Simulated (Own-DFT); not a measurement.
## Calculated data, Hf32O63 (monoclinic hafnia with one vacancy, atoms displaced)

Computed with Own-DFT development build. A calculation, not a measurement: plane-wave density functional theory by an unreviewed code, no spin, of a simulated periodic cell, stress positive in tension, run twice, with PBE and with PBEsol, both on files made for PBE, so the change isn't that of files made for PBEsol, defect cell not probed for a lower state with spin; hafnium file: forces about 75 meV/angstrom off all-electron values; oxygen file: force components 24 meV/angstrom off all-electron in one glass; forces on such cells passed a denser k mesh, this cell's mesh not checked; the far tail of each file's local potential was reset to the Coulomb form; each entry is a single point on an unrelaxed cell, so the pressure reflects the starting lattice, mostly measured values (interpolated for alloys), from which strain is counted, and rises with the displacements; printed positions are rounded, which can move forces by about a meV/angstrom; the program, named Own-DFT, is a retired in-house code; no spin-orbit coupling; stress was not checked against mesh or cutoff.

Common to all runs: functional PBE, then PBEsol; potential files PseudoDojo norm-conserving, scalar-relativistic, standard set; wave cutoff 72 hartree; occupations Fermi-Dirac; smearing width 0.1 eV; k mesh 2 x 2 x 2 centred on Gamma.

(1) Hf32O63 (monoclinic hafnia with one vacancy, atoms displaced)

```xyz
95
Lattice="10.2340 0.0000 0.0000 0.0000 10.3500 0.0000 -1.6955 0.0000 10.4453" Properties=species:S:1:pos:R:3 Hf32O63
Hf     1.2341     0.1807     1.1035
Hf     3.4091     2.7569     1.4529
Hf     2.9760     4.9810     4.1337
Hf     0.8504     2.3955     3.6999
O      0.1262     1.6990     1.9567
O      4.5002     4.3269     0.8676
O      4.1474     3.4496     3.3725
O     -0.3834     0.7962     4.3793
O      1.9908     3.9467     2.4778
O      2.7847     1.2991     0.1025
O      2.3201     1.2168     2.7409
O      1.4954     3.7980     5.1559
Hf     0.3578     0.2485     6.3446
Hf     2.6054     2.7081     6.7522
Hf     2.1946     4.9741     9.3411
Hf    -0.1012     2.3871     8.8756
O     -0.7902     1.7575     7.0040
O      3.3244     3.3938     8.6941
O     -1.1288     0.9629     9.6381
O      1.0437     3.9198     7.7061
O      1.9743     1.3627     5.2618
O      1.5409     1.2469     7.8475
O      0.6042     3.8891    10.3816
Hf     1.2396     5.4045     1.0349
Hf     3.4216     7.9969     1.5127
Hf     2.9994    10.1397     4.1895
Hf     0.7923     7.5504     3.7131
O      0.1011     6.8655     1.8786
O      4.4714     9.4834     0.8020
O      4.1393     8.6081     3.2473
O     -0.3743     6.0146     4.4961
O      1.8836     9.0940     2.5470
O      2.7947     6.4662     0.1092
O      2.3963     6.3963     2.7224
O      1.5027     9.0888     5.0155
Hf     0.4111     5.4386     6.3708
Hf     2.5382     7.9119     6.7451
Hf     2.1326    10.0797     9.3900
Hf    -0.0072     7.5028     8.8679
O     -0.7341     6.9496     7.0017
O      3.8134     9.5275     6.0110
O      3.3667     8.7096     8.5404
O     -1.2174     6.0499     9.6082
O      1.0839     9.2156     7.7295
O      1.7751     6.5675     5.3148
O      1.5975     6.5149     8.0036
O      0.5827     9.0126    10.3908
Hf     6.3150     0.2582     1.1131
Hf     8.5626     2.8065     1.4890
Hf     8.1234     4.9053     4.0942
Hf     5.9681     2.4794     3.6354
O      5.1720     1.7373     1.8997
O      9.7354     4.3564     0.8315
O      9.3071     3.4266     3.4021
O      4.7529     0.9340     4.5253
O      6.9985     3.9695     2.5261
O      7.8669     1.3657     0.1247
O      7.5702     1.3637     2.6906
O      6.5439     3.8517     5.1293
Hf     5.4823     0.1969     6.2856
Hf     7.6780     2.7924     6.7968
Hf     7.4494     4.9609     9.3967
Hf     5.2018     2.4076     8.9279
O      4.3580     1.7555     7.1156
O      8.8390     4.3322     6.0587
O      8.4505     3.3877     8.6530
O      3.9371     0.8412     9.6908
O      6.2402     3.9987     7.7293
O      7.0179     1.4001     5.2758
O      6.5854     1.2523     7.9320
O      5.7342     3.8153    10.3630
Hf     6.4126     5.3894     1.1561
Hf     8.5557     7.9880     1.4958
Hf     8.0862    10.1965     4.1213
Hf     5.9002     7.5330     3.5305
O      5.1516     6.8879     1.8147
O      9.7576     9.4353     0.7224
O      9.3310     8.6258     3.3844
O      4.8170     5.9404     4.3991
O      7.0161     9.2146     2.5002
O      7.9272     6.4395     0.1545
O      7.5008     6.4000     2.6784
O      6.6062     9.0045     5.0629
Hf     5.4270     5.4529     6.3038
Hf     7.7464     8.0456     6.7005
Hf     7.2412    10.1008     9.4152
Hf     5.0878     7.4884     8.8885
O      4.4083     6.9013     7.0667
O      8.9243     9.4569     6.0230
O      8.4222     8.6110     8.6687
O      3.9031     6.0453     9.5922
O      6.1009     9.0915     7.7344
O      6.9885     6.5855     5.2814
O      6.6323     6.4015     7.8394
O      5.7306     9.0809    10.3202
```

- PBE pressure: 5.48 GPa
- PBE stress xx: -5.12 GPa
- PBE stress yy: -5.49 GPa
- PBE stress zz: -5.82 GPa
- PBE stress yz: -0.46 GPa
- PBE stress xz: -0.52 GPa
- PBE stress xy: -0.72 GPa
- PBEsol pressure: -0.92 GPa
- PBEsol stress xx: 1.25 GPa
- PBEsol stress yy: 0.85 GPa
- PBEsol stress zz: 0.66 GPa
- PBEsol stress yz: -0.43 GPa
- PBEsol stress xz: -0.17 GPa
- PBEsol stress xy: -0.74 GPa
- rms change of force components from PBE to PBEsol: 0.058 eV/Å

Force:
```tsv
force element	PBE force x (eV/Å)	PBE force y (eV/Å)	PBE force z (eV/Å)	PBEsol force x (eV/Å)	PBEsol force y (eV/Å)	PBEsol force z (eV/Å)
Hf	0.281	0.708	0.636	0.306	0.733	0.596
Hf	0.327	0.824	1.345	0.304	0.889	1.34
Hf	1.244	-1.146	-0.419	1.148	-1.124	-0.591
Hf	-0.247	-0.563	0.538	-0.232	-0.632	0.478
O	-1.665	0.033	-2.738	-1.602	0.054	-2.613
O	1.983	0.871	-0.59	1.903	0.838	-0.628
O	0.539	0.227	1.034	0.513	0.229	0.953
O	0.604	0.824	0.631	0.587	0.791	0.665
O	-1.84	-0.31	0.064	-1.717	-0.306	0.073
O	0.3	0.109	-0.139	0.235	0.093	-0.114
O	1.008	0.071	-0.407	0.905	0.077	-0.389
O	0.201	0.84	-0.135	0.274	0.814	-0.145
Hf	0.27	0.235	-1.839	0.267	0.276	-1.81
Hf	0.727	1.401	0.396	0.58	1.241	0.511
Hf	0.78	-1.701	0.803	0.749	-1.693	0.822
Hf	2.667	0.371	0.435	2.575	0.305	0.397
O	-0.224	-0.227	-0.063	-0.202	-0.211	0.006
O	0.273	0.25	0.001	0.258	0.228	-0.06
O	-2.407	-2.056	0.673	-2.314	-1.999	0.699
O	-0.195	0.638	0.387	-0.132	0.614	0.365
O	-0.413	-0.528	0.804	-0.456	-0.513	0.787
O	-0.276	0.251	0.978	-0.324	0.272	0.905
O	-0.765	-0.9	-1.514	-0.679	-0.862	-1.456
Hf	1.36	-0.461	2.297	1.348	-0.419	2.214
Hf	-1.439	-1.089	-0.128	-1.407	-0.989	-0.092
Hf	1.427	0.865	-1.481	1.355	0.809	-1.419
Hf	-0.55	0.091	-0.671	-0.538	0.052	-0.685
O	-1.139	0.367	-1.187	-1.096	0.378	-1.114
O	2.416	1.006	0.044	2.324	0.984	-0.01
O	1.408	0.618	2.537	1.365	0.564	2.4
O	-0.608	-0.038	-0.87	-0.572	-0.052	-0.795
O	-0.552	-0.084	-0.913	-0.47	-0.082	-0.889
O	-0.143	0.692	-0.732	-0.205	0.654	-0.719
O	-0.271	0.614	0.198	-0.321	0.577	0.213
O	-0.865	-1.02	2.005	-0.777	-0.993	1.941
Hf	-1.314	-2.297	-1.443	-1.291	-2.172	-1.443
Hf	1.95	2.444	-0.129	1.869	2.438	-0.059
Hf	1.341	1.656	-0.68	1.305	1.56	-0.634
Hf	-0.993	2.026	1.346	-0.967	1.92	1.291
O	0.013	0.179	0.626	0.037	0.177	0.669
O	-1.327	-1.744	0.284	-1.29	-1.66	0.226
O	0.373	-1.005	0.602	0.334	-1.013	0.544
O	1.108	0.72	-0.177	1.082	0.672	-0.12
O	-0.795	-2.054	-0.17	-0.704	-2.006	-0.168
O	1.923	0.052	0.67	1.794	0.053	0.65
O	-0.291	-0.305	-0.768	-0.343	-0.27	-0.765
O	-0.695	-0.817	-1.306	-0.6	-0.775	-1.259
Hf	-0.975	0.551	-0.831	-0.93	0.607	-0.853
Hf	1.108	-0.526	1.033	1.047	-0.476	1.049
Hf	0.973	1.063	2.612	0.949	0.983	2.573
Hf	-1.997	-1.044	2.148	-1.933	-1.066	2.078
O	0.043	-0.754	-1.241	0.063	-0.713	-1.17
O	0.14	-0.384	-0.091	0.13	-0.349	-0.167
O	-0.176	0.51	0.062	-0.198	0.488	0.004
O	-0.393	0.025	-1.322	-0.37	-0.012	-1.226
O	0.119	-0.407	-0.677	0.174	-0.4	-0.651
O	1.074	-0.472	0.014	0.972	-0.456	0.009
O	-0.535	-0.594	0.01	-0.58	-0.565	0.008
O	0.272	0.26	-0.295	0.34	0.26	-0.311
Hf	0.134	0.89	0.128	0.115	0.915	0.087
Hf	-0.188	0.776	-2.207	-0.179	0.816	-2.131
Hf	-3.449	-0.179	-1.494	-3.354	-0.227	-1.413
Hf	-2.817	-0.152	-0.114	-2.737	-0.213	-0.112
O	-0.262	-0.1	-0.933	-0.266	-0.076	-0.869
O	0.457	-0.018	0.194	0.431	-0.017	0.135
O	-0.29	0.687	0.621	-0.286	0.66	0.549
O	-0.448	0.128	-0.18	-0.414	0.099	-0.11
O	-0.8	-0.807	0.531	-0.709	-0.809	0.514
O	1.007	-0.589	0.461	0.922	-0.579	0.441
O	1.432	-0.35	0.367	1.32	-0.307	0.361
O	0.239	0.782	0.403	0.298	0.749	0.408
Hf	-2.023	-0.53	-1.901	-1.932	-0.462	-1.858
Hf	1.15	0.022	0.944	1.131	0.07	0.948
Hf	1.049	-0.084	0.188	1.021	-0.118	0.201
Hf	-0.092	0.43	3.321	-0.089	0.368	3.202
O	0.544	-0.751	-1.445	0.554	-0.717	-1.332
O	0.166	0.103	0.779	0.139	0.118	0.71
O	-0.92	0.289	-0.14	-0.897	0.256	-0.19
O	-1.164	0.58	-0.549	-1.136	0.539	-0.463
O	-0.08	-1.248	-0.421	-0.015	-1.223	-0.409
O	0.254	0.875	-0.531	0.185	0.843	-0.491
O	0.069	0.62	-0.059	-0.018	0.591	-0.077
O	-0.322	0.685	0.233	-0.233	0.685	0.241
Hf	1.898	-1.679	-0.841	2.06	-1.449	-0.822
Hf	-1.673	-1.376	0.09	-1.639	-1.293	0.11
Hf	0.763	0.556	-1.756	0.721	0.454	-1.681
Hf	0.335	1.08	0.074	0.325	1.013	0.017
O	-2.766	1.291	-0.705	-2.661	1.253	-0.627
O	0.206	0.69	-0.014	0.186	0.684	-0.048
O	0.649	-0.085	-0.233	0.614	-0.087	-0.278
O	0.09	-0.191	0.773	0.092	-0.191	0.776
O	0.796	-0.074	-0.131	0.834	-0.079	-0.128
O	0.648	-0.335	-0.085	0.544	-0.335	-0.067
O	0.79	0.524	1.782	0.675	0.515	1.717
O	-0.545	-1.324	0.595	-0.443	-1.27	0.578
```

(2) Hf32O63 (monoclinic hafnia with one vacancy, atoms displaced)

```xyz
95
Lattice="10.2340 0.0000 0.0000 0.0000 10.3500 0.0000 -1.6955 0.0000 10.4453" Properties=species:S:1:pos:R:3 Hf32O63
Hf     1.1855     0.2265     1.1627
Hf     3.4582     2.7137     1.4047
Hf     3.0857     4.8845     4.0920
Hf     0.8231     2.3619     3.7449
O      0.1945     1.6900     1.7732
O      4.5506     4.3065     0.8356
O      4.2000     3.3612     3.4056
O     -0.3349     0.7898     4.3565
O      1.8774     3.9234     2.4492
O      2.8617     1.3568     0.1402
O      2.3768     1.2563     2.6409
O      1.5834     3.8651     5.1924
Hf     0.4673     0.1898     6.2965
Hf     2.6193     2.7474     6.6924
Hf     2.1260     4.8946     9.3285
Hf    -0.1019     2.4048     8.9511
O     -0.7967     1.7719     6.9871
O      3.6734     4.2326     6.0003
O      3.3146     3.4583     8.6147
O     -1.2187     0.8566     9.6388
O      1.1208     3.8985     7.8339
O      1.9996     1.4377     5.5100
O      1.5334     1.2294     7.8871
O      0.5589     3.8909    10.3618
Hf     1.2527     5.3722     1.1000
Hf     3.4078     7.9586     1.5368
Hf     3.0834    10.1408     4.1908
Hf     0.8457     7.4580     3.6597
O      0.0302     6.8849     1.8539
O      4.6050     9.4412     0.8543
O      4.1933     8.6072     3.4184
O     -0.3401     6.0359     4.3391
O      1.9276     9.0695     2.4523
O      2.8528     6.4821     0.0932
O      2.3697     6.3991     2.7962
O      1.3885     8.9958     5.1130
Hf     0.3248     5.4288     6.3217
Hf     2.5711     7.9685     6.8303
Hf     2.2041    10.1403     9.2808
Hf    -0.0527     7.6485     8.9075
O     -0.7265     6.9002     7.0854
O      3.7112     9.4661     5.9271
O      3.3585     8.6624     8.6845
O     -1.1550     6.0560     9.6720
O      1.1016     9.0725     7.8027
O      1.9176     6.4754     5.3512
O      1.4748     6.4245     8.0674
O      0.6146     9.0696    10.3548
Hf     6.3895     0.1913     1.1125
Hf     8.5653     2.8025     1.5180
Hf     8.1704     4.9500     4.1495
Hf     5.8771     2.3974     3.6635
O      5.2845     1.7563     1.7339
O      9.7899     4.2122     0.8923
O      9.3748     3.4752     3.3850
O      4.7898     0.9180     4.4036
O      7.0024     3.9305     2.5151
O      7.8866     1.3209     0.1761
O      7.4590     1.2137     2.7200
O      6.5812     3.7818     5.1268
Hf     5.5875     0.2143     6.2073
Hf     7.6681     2.7467     6.8797
Hf     7.3416     5.0489     9.3237
Hf     5.1953     2.4596     8.9137
O      4.4344     1.6746     6.9771
O      8.8234     4.3340     5.9572
O      8.3954     3.3750     8.6565
O      3.9091     0.8640     9.5732
O      6.1871     3.9227     7.6843
O      7.0976     1.4316     5.3197
O      6.5272     1.2911     7.9533
O      5.7639     3.7855    10.3185
Hf     6.3469     5.3747     1.0778
Hf     8.5043     8.0264     1.5490
Hf     8.1271    10.1661     4.1372
Hf     5.8616     7.5791     3.7242
O      5.1536     6.8787     1.8339
O      9.6418     9.4972     0.8543
O      4.9081     6.0903     4.4279
O      6.9898     9.0756     2.5656
O      7.9184     6.4639     0.0482
O      7.5139     6.5354     2.6637
O      6.6117     8.9978     5.0759
Hf     5.5027     5.2955     6.3315
Hf     7.7789     7.9977     6.6961
Hf     7.2865    10.0473     9.3606
Hf     5.1175     7.5498     8.9353
O      4.3726     6.9812     6.9917
O      8.7894     9.4789     6.0528
O      8.5080     8.6190     8.5836
O      3.9642     6.0760     9.7450
O      6.1722     9.1152     7.7101
O      7.0744     6.5117     5.1992
O      6.5275     6.3872     7.8498
O      5.6896     9.0267    10.3139
```

* PBE pressure: 5.76 GPa
* PBE stress xx: -5.66 GPa
* PBE stress yy: -6.04 GPa
* PBE stress zz: -5.58 GPa
* PBE stress yz: -0.41 GPa
* PBE stress xz: -0.68 GPa
* PBE stress xy: 0.52 GPa
* PBEsol pressure: -0.63 GPa
* PBEsol stress xx: 0.72 GPa
* PBEsol stress yy: 0.33 GPa
* PBEsol stress zz: 0.85 GPa
* PBEsol stress yz: -0.41 GPa
* PBEsol stress xz: -0.35 GPa
* PBEsol stress xy: 0.56 GPa
* rms change of force components from PBE to PBEsol: 0.056 eV/Å

Force:
```tsv
force element	PBE force x (eV/Å)	PBE force y (eV/Å)	PBE force z (eV/Å)	PBEsol force x (eV/Å)	PBEsol force y (eV/Å)	PBEsol force z (eV/Å)
Hf	1.659	-2.147	-1.539	1.647	-2.038	-1.518
Hf	0.526	1.388	1.841	0.494	1.395	1.815
Hf	0.03	0.769	0.405	-0.006	0.677	0.434
Hf	-0.025	0.922	-1.074	-0.028	0.869	-1.106
O	-2.904	2.464	1.086	-2.813	2.401	1.114
O	0.818	0.158	-0.262	0.787	0.149	-0.313
O	-0.995	0.847	0.019	-0.963	0.819	-0.015
O	0.907	0.371	0.58	0.874	0.355	0.623
O	0.417	-0.654	1.157	0.453	-0.634	1.12
O	-1.07	-0.935	-1.74	-1.096	-0.896	-1.669
O	0.486	-0.191	2.168	0.4	-0.17	2.09
O	-2.215	-0.539	-1.742	-2.07	-0.537	-1.706
Hf	-1.367	0.343	0.403	-1.284	0.394	0.385
Hf	1.378	2.107	4.201	1.328	2.119	4.11
Hf	1.236	1.324	1.407	1.163	1.242	1.391
Hf	1.2	-0.843	-0.342	1.156	-0.857	-0.363
O	0.749	-0.749	0.167	0.72	-0.713	0.233
O	3.457	2.228	-0.099	3.356	2.173	-0.158
O	2.004	-0.611	0.411	1.93	-0.601	0.359
O	-0.286	-0.281	-0.114	-0.271	-0.278	-0.055
O	-2.101	0.012	-1.735	-1.976	0.008	-1.664
O	-1.685	-3.957	-4.541	-1.71	-3.868	-4.408
O	-0.773	-0.343	0.731	-0.803	-0.352	0.69
O	-0.23	-1.004	-0.821	-0.158	-0.968	-0.805
Hf	-0.023	0.56	0.43	-0.004	0.559	0.394
Hf	1.267	0.084	-1.268	1.245	0.145	-1.222
Hf	-0.453	-0.754	-2.079	-0.4	-0.816	-1.99
Hf	-0.443	1.553	0.414	-0.269	1.336	0.396
O	-0.119	0.248	-0.551	-0.102	0.263	-0.463
O	0.609	0.668	-0.373	0.582	0.649	-0.403
O	-1.011	1.184	0.595	-0.989	1.144	0.541
O	-0.396	-0.432	1.181	-0.364	-0.429	1.194
O	-0.824	0.272	1.185	-0.733	0.254	1.141
O	-0.729	0.59	0.961	-0.773	0.564	0.945
O	0.44	-0.157	-0.799	0.341	-0.138	-0.766
O	0.072	0.628	0.337	0.126	0.631	0.347
Hf	1.386	-1.37	-0.39	1.356	-1.272	-0.414
Hf	1.35	-1.284	-1.192	1.323	-1.204	-1.135
Hf	0.595	1.01	2.708	0.583	0.933	2.655
Hf	1.8	-1.472	2.391	1.78	-1.485	2.297
O	-1.222	0.483	-0.971	-1.171	0.489	-0.907
O	0.966	0.076	1.51	0.918	0.098	1.402
O	0.752	-1.052	-0.78	0.709	-1.031	-0.813
O	-1.249	-0.348	-0.677	-1.224	-0.367	-0.614
O	-1.224	0.591	-1.4	-1.126	0.563	-1.354
O	0.213	0.42	0.721	0.121	0.411	0.692
O	0.574	0.359	-1.635	0.493	0.358	-1.591
O	-0.384	-0.471	-0.714	-0.31	-0.465	-0.707
Hf	-1.658	-0.042	-0.809	-1.605	0.021	-0.813
Hf	0.219	-0.42	0.449	0.209	-0.339	0.442
Hf	-1.257	0.649	-1.134	-1.226	0.587	-1.054
Hf	1.881	0.29	0.011	1.83	0.24	-0.004
O	-0.969	0.254	-0.014	-0.939	0.249	0.044
O	-0.024	1.148	-1.481	-0.028	1.119	-1.463
O	0.319	-0.828	0.345	0.307	-0.829	0.286
O	-0.953	-1.287	-0.067	-0.919	-1.271	-0.009
O	0.409	-0.086	-0.183	0.462	-0.102	-0.185
O	0.845	-0.068	-0.886	0.759	-0.064	-0.85
O	0.755	0.205	0.408	0.673	0.177	0.4
O	-0.58	0.911	0.147	-0.514	0.899	0.151
Hf	-1.052	0.359	1.461	-1.024	0.437	1.411
Hf	0.816	0	-3.463	0.782	0.029	-3.358
Hf	-0.195	-0.143	1.205	-0.215	-0.167	1.199
Hf	-3.834	-1.986	0.469	-3.717	-1.987	0.434
O	-1.193	0.751	-0.385	-1.145	0.738	-0.352
O	1.01	-0.06	1.612	0.979	-0.015	1.497
O	0.249	1.083	1.171	0.242	1.032	1.085
O	0.511	0.369	0.301	0.494	0.337	0.34
O	-0.553	0.189	1.227	-0.484	0.161	1.201
O	-0.08	-1.601	0.243	-0.155	-1.6	0.235
O	2.464	-1.24	0.162	2.348	-1.167	0.139
O	0.576	1.33	0.454	0.621	1.283	0.438
Hf	-0.839	0.955	0.748	-0.831	1.006	0.689
Hf	0.483	-1.655	0.947	0.392	-1.636	0.805
Hf	0.108	-0.775	-0.944	-0.021	-0.65	-0.82
Hf	2.084	-0.396	-1.424	2.043	-0.45	-1.414
O	0.076	-0.373	-0.07	0.087	-0.345	-0.021
O	0.893	0.592	-0.636	0.842	0.573	-0.677
O	-3.398	-3.158	0.639	-3.291	-3.078	0.665
O	0.564	1.044	-0.666	0.636	1.025	-0.658
O	1.153	0.253	0.06	1.059	0.239	0.046
O	-0.126	-1.369	0.221	-0.179	-1.314	0.198
O	-0.438	0.771	0.617	-0.359	0.771	0.59
Hf	-0.772	1.661	-1.929	-0.715	1.675	-1.905
Hf	-1.824	-1.676	-0.53	-1.777	-1.56	-0.492
Hf	-0.041	1.665	0.264	-0.044	1.58	0.288
Hf	-1.551	-0.462	-0.487	-1.513	-0.511	-0.495
O	-0.778	-0.539	0.111	-0.757	-0.509	0.178
O	2.253	1.772	-0.266	2.167	1.73	-0.312
O	-1.248	0.677	0.422	-1.222	0.645	0.359
O	-1.042	-0.281	-1.555	-0.975	-0.284	-1.455
O	0.479	-0.177	-0.118	0.539	-0.176	-0.106
O	1.027	-0.007	2.15	0.936	-0.014	2.088
O	1.799	-0.086	0.949	1.679	-0.099	0.943
O	0.267	-0.278	0.082	0.328	-0.266	0.082
```
